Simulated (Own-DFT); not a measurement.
Simulation results for SiC (2H silicon carbide, strained, atoms displaced)

Computed with Own-DFT development build. A calculation, not a measurement: plane-wave PBE density functional theory by an unreviewed code, no spin, of a simulated periodic cell, stress positive in tension, free energy of the whole cell less one offset for each atom, forces on such cells passed a denser k mesh, this cell's mesh not checked; offsets are fitted by least squares, one for each functional and potential file, so energies compare only between cells with the same atoms and settings and are not formation energies; the far tail of each file's local potential was reset to the Coulomb form; each entry is a single point on an unrelaxed cell, so the pressure reflects the starting lattice, mostly measured values (interpolated for alloys), from which strain is counted, and rises with the displacements; printed positions are rounded, which can move forces by about a meV/angstrom; the program, named Own-DFT, is a retired in-house code; no spin-orbit coupling.

Common to all runs: functional PBE; potential files PseudoDojo norm-conserving, scalar-relativistic, standard set; wave cutoff 42 hartree; occupations Fermi-Dirac; smearing width 0.1 eV; hardware one NVIDIA H100; k mesh 4 x 4 x 3 centred on Gamma.

(1) SiC (2H silicon carbide, strained, atoms displaced)

```
SiC
1.0
      9.1386     0.1617    -0.0899
     -4.4293     8.0735     0.1434
     -0.0979     0.1237    10.0489
Si C Si C Si C Si C Si C Si C Si C Si C Si C Si C Si C Si C Si C Si C Si C Si C Si C Si C
2 2 2 2 2 2 2 2 2 2 2 2 2 2 2 2 2 2 2 2 2 2 2 2 2 2 2 2 2 2 2 2 2 2 2 2
Direct
  0.99706 0.99375 0.99388
  0.10720 0.22619 0.26053
  0.00840 0.99552 0.18999
  0.11711 0.23325 0.44312
  0.99358 0.01006 0.51002
  0.11246 0.22996 0.74978
  0.00102 0.00110 0.68789
  0.10850 0.21761 0.93425
  0.00496 0.32576 0.99837
  0.10974 0.55348 0.25141
  0.99440 0.32499 0.18973
  0.11279 0.55201 0.44035
  0.99347 0.32936 0.49873
  0.11442 0.55444 0.74340
  0.00850 0.33425 0.69060
  0.10140 0.55043 0.93212
  0.99717 0.67975 0.99481
  0.11445 0.89110 0.26057
  0.98908 0.65702 0.17606
  0.11165 0.87741 0.43854
  0.99448 0.67248 0.50324
  0.10666 0.89063 0.74322
  0.00252 0.65815 0.68742
  0.11097 0.88416 0.93576
  0.33907 0.99569 0.99193
  0.44037 0.22245 0.25011
  0.33425 0.00033 0.19203
  0.44053 0.22867 0.43060
  0.33238 0.99872 0.49405
  0.44988 0.22724 0.75064
  0.32994 0.99396 0.68238
  0.45407 0.22010 0.94819
  0.34317 0.33434 0.99938
  0.45338 0.54772 0.24728
  0.32479 0.34027 0.18598
  0.45626 0.54898 0.44470
  0.33650 0.33021 0.50006
  0.43478 0.55752 0.74185
  0.33918 0.33297 0.68476
  0.44767 0.55861 0.93268
  0.34629 0.67586 0.00908
  0.44627 0.88710 0.25959
  0.33693 0.66550 0.18105
  0.43058 0.88279 0.43858
  0.34589 0.67921 0.50286
  0.44391 0.88258 0.75692
  0.33871 0.66710 0.68139
  0.45160 0.88323 0.93230
  0.66809 0.98993 0.00694
  0.78186 0.22225 0.25070
  0.67183 0.00599 0.19163
  0.78479 0.22087 0.45082
  0.67074 0.99997 0.49799
  0.78012 0.23084 0.75569
  0.65801 0.99142 0.68952
  0.77094 0.22640 0.93666
  0.66811 0.33275 0.00673
  0.77194 0.55461 0.24137
  0.65944 0.33918 0.17797
  0.77951 0.55559 0.43828
  0.66697 0.34071 0.49634
  0.78346 0.56410 0.75244
  0.67866 0.34624 0.68412
  0.77556 0.55220 0.93442
  0.67373 0.67056 0.99685
  0.78864 0.90337 0.26039
  0.67509 0.67134 0.18715
  0.77202 0.88116 0.43770
  0.67480 0.66966 0.50680
  0.77662 0.89621 0.74864
  0.67103 0.67017 0.68556
  0.77333 0.88153 0.93478
```

| Property | Result |
| --- | --- |
| free energy of cell above offsets | -3.336 eV |
| pressure | 5.42 GPa |
| stress xx | -9.24 GPa |
| stress yy | 3.33 GPa |
| stress zz | -10.36 GPa |
| stress yz | 5.19 GPa |
| stress xz | -3.37 GPa |
| stress xy | 8.65 GPa |
| wall time | 365.5 s |

Force:
| element | x (eV/Å) | y (eV/Å) | z (eV/Å) |
| --- | --- | --- | --- |
| Si | 0.371 | 0.873 | 1.249 |
| Si | 1.869 | -1.139 | -1.835 |
| C | -2.553 | 1.823 | -0.096 |
| C | -0.042 | -1.992 | 0.091 |
| Si | 1.797 | -0.966 | -2.567 |
| Si | 2.806 | -1.752 | 0.288 |
| C | -1.988 | 1.22 | 0.918 |
| C | 1.701 | -0.462 | 0.439 |
| Si | -2.444 | 1.744 | 0.112 |
| Si | -0.015 | 0.12 | -0.857 |
| C | -0.345 | 1.401 | -0.494 |
| C | -0.42 | 0.858 | -0.078 |
| Si | 1.845 | 2.668 | 1.644 |
| Si | 1.005 | -0.524 | 1.593 |
| C | -2.988 | 0.629 | -1.389 |
| C | 1.468 | 0.956 | 0.967 |
| Si | 1.786 | -4.106 | -0.066 |
| Si | 0.927 | -1.89 | -2.566 |
| C | 0.886 | 1.368 | 2.435 |
| C | -1.675 | 2.725 | 1.356 |
| Si | 2.064 | -2.466 | -0.65 |
| Si | 2.484 | -1.557 | 0.84 |
| C | -2.37 | 2.492 | -0.25 |
| C | 0.246 | 2.338 | -1.272 |
| Si | -0.814 | 0.102 | 1.848 |
| Si | -0.203 | 0.013 | -1.835 |
| C | 0.196 | -0.129 | -0.694 |
| C | 2.396 | -1.841 | 1.088 |
| Si | -1.075 | 0.781 | 1.116 |
| Si | 1.369 | -0.887 | 0.264 |
| C | 0.005 | 1.177 | 1.119 |
| C | -1.252 | -0.465 | -2.181 |
| Si | -1.809 | 0.232 | -0.166 |
| Si | -1.189 | 1.791 | 0.952 |
| C | 1.24 | -1.362 | 0.28 |
| C | -1.525 | 1.474 | -1.22 |
| Si | -1.169 | 1.522 | 0.576 |
| Si | 4.347 | -1.37 | 1.648 |
| C | -1.65 | 0.392 | 0.835 |
| C | 0.222 | -0.409 | 0.486 |
| Si | -1.481 | -2.609 | -3.865 |
| Si | -0.242 | -0.419 | -2.549 |
| C | -0.147 | 0.543 | 4.269 |
| C | 3.021 | 1.99 | -0.048 |
| Si | -0.391 | -4 | -1.455 |
| Si | -0.343 | 0.115 | -3.031 |
| C | -2.817 | 1.524 | 0.996 |
| C | -0.561 | 0.809 | 2.698 |
| Si | -0.939 | 2.078 | -1.39 |
| Si | -1.503 | 0.642 | 0.175 |
| C | -0.641 | -0.595 | 0.52 |
| C | -2.617 | -0.82 | -2.83 |
| Si | -1.699 | -0.62 | 1.349 |
| Si | 0.703 | -1.044 | -1.232 |
| C | -0.54 | 2.387 | -0.802 |
| C | 2.618 | -1.822 | 1.366 |
| Si | 0.208 | 0.923 | -2.904 |
| Si | 2.253 | -0.136 | 1.422 |
| C | 0.882 | -0.875 | 4.561 |
| C | 0.062 | 0.419 | -1.193 |
| Si | 0.467 | -0.73 | 0.76 |
| Si | 0.401 | -1.239 | -0.638 |
| C | -1.523 | -0.798 | 0.388 |
| C | -0.032 | 0.669 | 0.769 |
| Si | -0.876 | -1.763 | 0.165 |
| Si | 1.132 | -2.231 | -2.704 |
| C | -2.289 | 1.359 | -0.551 |
| C | 0.609 | 1.807 | 1.468 |
| Si | -0.541 | -1.514 | -1.42 |
| Si | 1.313 | -1.883 | 0.074 |
| C | -0.944 | 0.926 | 1.325 |
| C | 0.954 | 1.519 | 0.378 |

(2) SiC (2H silicon carbide, strained, atoms displaced)

```
SiC
1.0
      9.2272     0.1514     0.0954
     -4.4825     7.8334    -0.1884
      0.1039    -0.1768    10.1762
Si C Si C Si C Si C Si C Si C Si C Si C Si C Si C Si C Si C Si C Si C Si C Si C Si C Si C
2 2 2 2 2 2 2 2 2 2 2 2 2 2 2 2 2 2 2 2 2 2 2 2 2 2 2 2 2 2 2 2 2 2 2 2
Direct
  0.00079 0.00156 0.99718
  0.11620 0.22846 0.24875
  0.00677 0.00442 0.18827
  0.10737 0.21879 0.43339
  0.00383 0.00946 0.49921
  0.11263 0.21533 0.75838
  0.00121 0.99578 0.68639
  0.11242 0.22279 0.94073
  0.98710 0.32884 0.99610
  0.09826 0.54981 0.24258
  0.99977 0.32594 0.18412
  0.10671 0.55592 0.43798
  0.00797 0.33348 0.49995
  0.10358 0.54459 0.74460
  0.01046 0.34631 0.68918
  0.11231 0.56247 0.93688
  0.00675 0.67593 0.99160
  0.11499 0.89500 0.24824
  0.00450 0.66753 0.19912
  0.12088 0.89416 0.44067
  0.00945 0.66714 0.49601
  0.10600 0.88321 0.74895
  0.99705 0.66808 0.68761
  0.11584 0.87213 0.93844
  0.32227 0.99591 0.00422
  0.43592 0.21718 0.24961
  0.33801 0.99584 0.17708
  0.45142 0.22650 0.44570
  0.33241 0.00026 0.49821
  0.44238 0.21293 0.75023
  0.33045 0.99890 0.68154
  0.45112 0.22025 0.93594
  0.33389 0.33168 0.99771
  0.45346 0.56981 0.25677
  0.33400 0.33955 0.17691
  0.44865 0.56028 0.44137
  0.32479 0.32729 0.50092
  0.44734 0.55240 0.75246
  0.34025 0.33386 0.68315
  0.44698 0.55260 0.94401
  0.33127 0.65548 0.99192
  0.44429 0.89282 0.25099
  0.34259 0.66687 0.19028
  0.44459 0.88877 0.43908
  0.33237 0.67045 0.49601
  0.44288 0.89002 0.74616
  0.33472 0.66645 0.68460
  0.44085 0.88064 0.93855
  0.67384 0.00055 0.99288
  0.78738 0.23686 0.24555
  0.67376 0.99588 0.19267
  0.77491 0.21965 0.43815
  0.66331 0.00634 0.50671
  0.78338 0.23196 0.74785
  0.66306 0.99577 0.68873
  0.77362 0.22762 0.93303
  0.66567 0.33416 0.99945
  0.77815 0.55334 0.25261
  0.66082 0.33912 0.19687
  0.77075 0.55357 0.44717
  0.66589 0.33658 0.50234
  0.77959 0.54501 0.74085
  0.66293 0.32807 0.68463
  0.78120 0.56837 0.93402
  0.66942 0.67011 0.99728
  0.78053 0.88323 0.25154
  0.66428 0.66490 0.18400
  0.78661 0.89070 0.44082
  0.66947 0.66713 0.49420
  0.77915 0.88884 0.76020
  0.65004 0.65458 0.68509
  0.77825 0.88103 0.92767
```

| Item | Value |
| --- | --- |
| free energy of cell above offsets | -3.996 eV |
| pressure | 6.76 GPa |
| stress xx | -6.41 GPa |
| stress yy | -12.7 GPa |
| stress zz | -1.17 GPa |
| stress yz | -5.44 GPa |
| stress xz | 2.96 GPa |
| stress xy | 7.84 GPa |
| wall time | 356.5 s |

Force:
| element | x (eV/Å) | y (eV/Å) | z (eV/Å) |
| --- | --- | --- | --- |
| Si | 0.692 | -1.106 | 0.759 |
| Si | 0.622 | -0.325 | -0.66 |
| C | -0.696 | -0.727 | -0.847 |
| C | 1.346 | 1.09 | -0.035 |
| Si | 0.495 | -2.446 | 0.496 |
| Si | 0.177 | 1.478 | -1.855 |
| C | -1.246 | 0.563 | 0.721 |
| C | -0.246 | -0.372 | -0.463 |
| Si | 1.427 | 1.634 | 0.384 |
| Si | 4.142 | 0.593 | 1.582 |
| C | -1.162 | 1.163 | -0.608 |
| C | 2.813 | -1.631 | -1.469 |
| Si | -2.8 | 0.588 | 0.199 |
| Si | 0.925 | 6.757 | 1.997 |
| C | 0.072 | -6.63 | -1.424 |
| C | 0.908 | -2.689 | -0.552 |
| Si | -1.466 | -4.571 | 2.969 |
| Si | 0.944 | -0.471 | 0.938 |
| C | -2.59 | 0.616 | -2.684 |
| C | -1.335 | -0.255 | -1.228 |
| Si | -3.73 | 1.126 | 1.449 |
| Si | 1.377 | 0.838 | 0.078 |
| C | 0.936 | -1.574 | -1.058 |
| C | -2.518 | 5.866 | -1.984 |
| Si | 3.219 | 0.36 | -2.415 |
| Si | 0.361 | 1.25 | 0.388 |
| C | -1.635 | 0.596 | 3.025 |
| C | -1.521 | -1.186 | -2.065 |
| Si | 0.612 | 0.824 | 0.5 |
| Si | -0.187 | 1.402 | -0.407 |
| C | -0.208 | -1.068 | 1.099 |
| C | -1.487 | -0.749 | 0.106 |
| Si | 0.452 | 0.332 | -0.104 |
| Si | 0.133 | -2.13 | -0.875 |
| C | 0.358 | -0.639 | 2.958 |
| C | -0.309 | -1.126 | -1.013 |
| Si | 1.218 | 1.597 | -0.213 |
| Si | -1.502 | 0.181 | -0.21 |
| C | -1.384 | -1.53 | 1.686 |
| C | 0.806 | -0.589 | -2.097 |
| Si | -1.002 | 2.015 | 2.146 |
| Si | 1.899 | -0.721 | -0.451 |
| C | -2.898 | 0.022 | -0.989 |
| C | 0.09 | 0.637 | -0.57 |
| Si | 0.221 | -0.613 | 0.932 |
| Si | -0.019 | -0.657 | 1.101 |
| C | -0.754 | -0.818 | 0.299 |
| C | 0.392 | 1.12 | -0.658 |
| Si | -2.105 | -0.716 | 1.565 |
| Si | -0.821 | -3.161 | 1.475 |
| C | -1.289 | 1.495 | -1.469 |
| C | 0.95 | 1.411 | -0.05 |
| Si | 1.406 | -1.22 | -1.366 |
| Si | 0.136 | -1.544 | -0.664 |
| C | 0.672 | 1.353 | 0.81 |
| C | 1.615 | -1.149 | 0.157 |
| Si | -1.025 | 1.743 | 0.97 |
| Si | -0.693 | 1.838 | 0.77 |
| C | 1.126 | -1.835 | -2.221 |
| C | 3.155 | 0.227 | -2.241 |
| Si | 0.742 | -0.488 | -0.337 |
| Si | -2.541 | 2.407 | 1.141 |
| C | 0.304 | -0.712 | 0.495 |
| C | 2.03 | -2.309 | -0.233 |
| Si | -1.025 | -0.729 | 0.893 |
| Si | 0.021 | 1.318 | 0.445 |
| C | 1.316 | 0.289 | 0.493 |
| C | -1.129 | 0.095 | -0.45 |
| Si | -1.971 | 1.129 | 2.602 |
| Si | -0.426 | -1.307 | -5.712 |
| C | 3.138 | 2.047 | 0.106 |
| C | 0.473 | 1.793 | 3.943 |

(3) SiC (2H silicon carbide, strained, atoms displaced)

```
SiC
1.0
      9.3847     0.0640    -0.1375
     -4.6369     8.0890    -0.0318
     -0.1497    -0.1264    10.1826
Si C Si C Si C Si C Si C Si C Si C Si C Si C Si C Si C Si C Si C Si C Si C Si C Si C Si C
2 2 2 2 2 2 2 2 2 2 2 2 2 2 2 2 2 2 2 2 2 2 2 2 2 2 2 2 2 2 2 2 2 2 2 2
Direct
  0.99883 0.00276 0.00566
  0.11746 0.21502 0.25302
  0.99573 0.00175 0.18629
  0.10616 0.21621 0.43658
  0.00343 0.99661 0.49394
  0.10447 0.21380 0.74555
  0.00321 0.99871 0.68702
  0.10246 0.20837 0.94129
  0.99972 0.32973 0.00156
  0.10833 0.55047 0.24500
  0.00169 0.33084 0.18349
  0.11396 0.55704 0.43633
  0.99453 0.33390 0.50555
  0.11573 0.56051 0.75348
  0.99943 0.32934 0.69206
  0.10259 0.53990 0.93902
  0.99182 0.65989 0.99605
  0.11433 0.87994 0.24655
  0.99814 0.66663 0.18404
  0.11558 0.89612 0.44312
  0.00337 0.66165 0.50465
  0.11421 0.89381 0.74975
  0.00372 0.67056 0.68273
  0.10608 0.89133 0.93800
  0.33970 0.00459 0.99980
  0.44529 0.21961 0.25316
  0.32386 0.99927 0.19163
  0.44741 0.22074 0.44138
  0.33350 0.00353 0.50244
  0.44523 0.22996 0.75833
  0.33719 0.99785 0.68671
  0.45658 0.23434 0.93245
  0.34006 0.33683 0.00828
  0.44654 0.54933 0.25116
  0.33842 0.32853 0.19426
  0.45162 0.56146 0.44320
  0.34050 0.33073 0.49785
  0.44623 0.55356 0.74900
  0.34148 0.34447 0.68644
  0.44433 0.55300 0.94488
  0.32408 0.65650 0.99046
  0.44348 0.87769 0.24959
  0.34435 0.67303 0.19534
  0.44570 0.88701 0.44344
  0.33083 0.66640 0.50518
  0.44037 0.87720 0.75061
  0.34245 0.67592 0.69545
  0.44783 0.90004 0.94381
  0.67089 0.99320 0.00268
  0.77843 0.21848 0.24676
  0.66666 0.00563 0.18296
  0.78386 0.23225 0.43601
  0.68258 0.01101 0.50816
  0.76916 0.21043 0.75599
  0.66795 0.00090 0.69177
  0.76281 0.22042 0.93513
  0.66606 0.33195 0.00086
  0.77446 0.56559 0.25747
  0.67527 0.33180 0.19042
  0.77538 0.54780 0.43678
  0.66195 0.32237 0.50171
  0.77587 0.55636 0.74594
  0.67680 0.35008 0.69076
  0.76684 0.55726 0.93031
  0.66393 0.66367 0.00738
  0.76504 0.88368 0.25459
  0.66857 0.67116 0.18129
  0.78221 0.89096 0.44276
  0.66352 0.66566 0.50291
  0.78077 0.88198 0.74782
  0.66399 0.65848 0.68315
  0.77903 0.88653 0.94009
```

| Item | Value |
| --- | --- |
| free energy of cell above offsets | -5.908 eV |
| pressure | -3 GPa |
| stress xx | 5.92 GPa |
| stress yy | 3.05 GPa |
| stress zz | 0.05 GPa |
| stress yz | -5.04 GPa |
| stress xz | -4.31 GPa |
| stress xy | 3.32 GPa |
| wall time | 362.8 s |

Force:
| element | x (eV/Å) | y (eV/Å) | z (eV/Å) |
| --- | --- | --- | --- |
| Si | 0.36 | -1.487 | -0.577 |
| Si | -1.602 | 0.642 | -0.457 |
| C | 0.543 | -1.456 | 1.381 |
| C | 0.62 | 1.082 | 0.734 |
| Si | -0.635 | 0.734 | 1.125 |
| Si | 0.969 | 1.364 | 1.237 |
| C | -0.767 | -0.548 | -0.894 |
| C | 0.62 | 2.619 | -0.818 |
| Si | -0.651 | -1.631 | -0.822 |
| Si | 0.455 | 0.807 | 0.657 |
| C | 0.36 | -0.326 | 1.155 |
| C | -0.092 | -0.734 | 0.517 |
| Si | 1.711 | 0.406 | -0.725 |
| Si | -0.427 | -1.179 | -0.655 |
| C | -0.742 | 0.475 | -0.209 |
| C | -0.483 | 1.951 | -0.424 |
| Si | -0.211 | 0.975 | -0.052 |
| Si | -2.079 | 1.462 | 0.953 |
| C | -0.054 | -1.088 | 0.389 |
| C | 0.817 | -2.16 | -1.558 |
| Si | -0.941 | 0.986 | -1.842 |
| Si | 0.753 | -0.412 | 0.154 |
| C | -0.047 | -0.409 | 2.209 |
| C | 1.414 | -0.588 | -0.035 |
| Si | -1.793 | 0.207 | 0.366 |
| Si | 1.516 | -0.38 | 0.036 |
| C | 2.316 | -0.013 | -0.859 |
| C | -0.246 | -0.391 | -0.593 |
| Si | 1.068 | -0.801 | -0.172 |
| Si | 1.127 | -0.3 | -3.01 |
| C | -0.667 | 0.866 | 1.127 |
| C | -1.835 | -1.512 | 3.009 |
| Si | -0.672 | -1.32 | -1.363 |
| Si | -0.564 | 1.295 | 0.593 |
| C | -0.715 | 0.527 | -0.42 |
| C | -1.07 | -1.471 | -0.966 |
| Si | -1.535 | 0.806 | 0.596 |
| Si | 0.218 | 0.936 | 0.98 |
| C | -0.834 | -2.579 | -0.007 |
| C | -0.451 | 0.127 | -1.154 |
| Si | 0.623 | 2.004 | 2.263 |
| Si | -0.907 | 3.626 | 1.232 |
| C | -1.019 | -3.847 | -2.243 |
| C | 0.361 | 0.769 | -0.407 |
| Si | 0.862 | 0.579 | -0.788 |
| Si | -0.09 | 4.886 | 1.339 |
| C | -0.523 | -3.995 | -1.091 |
| C | 0.991 | -2.74 | -1.338 |
| Si | -1.442 | 1.229 | -1.172 |
| Si | 0.69 | 1.146 | 0.53 |
| C | 0.135 | -1.811 | 1.646 |
| C | 0.005 | -1.92 | 0.242 |
| Si | -1.561 | -1.115 | -1.185 |
| Si | -0.064 | 2.799 | -0.61 |
| C | 0.379 | -1.484 | -0.128 |
| C | 2.815 | -0.737 | 1.299 |
| Si | 0.072 | 1.284 | 0.271 |
| Si | 2.151 | -1.611 | -1.502 |
| C | -2.264 | 0.844 | -0.388 |
| C | -0.498 | 1.018 | 1.21 |
| Si | 0.186 | 2.228 | 0.479 |
| Si | 1.078 | 1.388 | 0.636 |
| C | 0.018 | -4.367 | -0.971 |
| C | 1.615 | -0.504 | 1.415 |
| Si | 0.225 | 0.945 | -2.884 |
| Si | 1.424 | 1.837 | -0.595 |
| C | -0.611 | -0.963 | 3.084 |
| C | -0.607 | -0.715 | -0.498 |
| Si | 1.577 | 0.283 | -0.718 |
| Si | -0.446 | 0.671 | 0.644 |
| C | -0.725 | 1.41 | 1.107 |
| C | -0.207 | -0.619 | -0.484 |
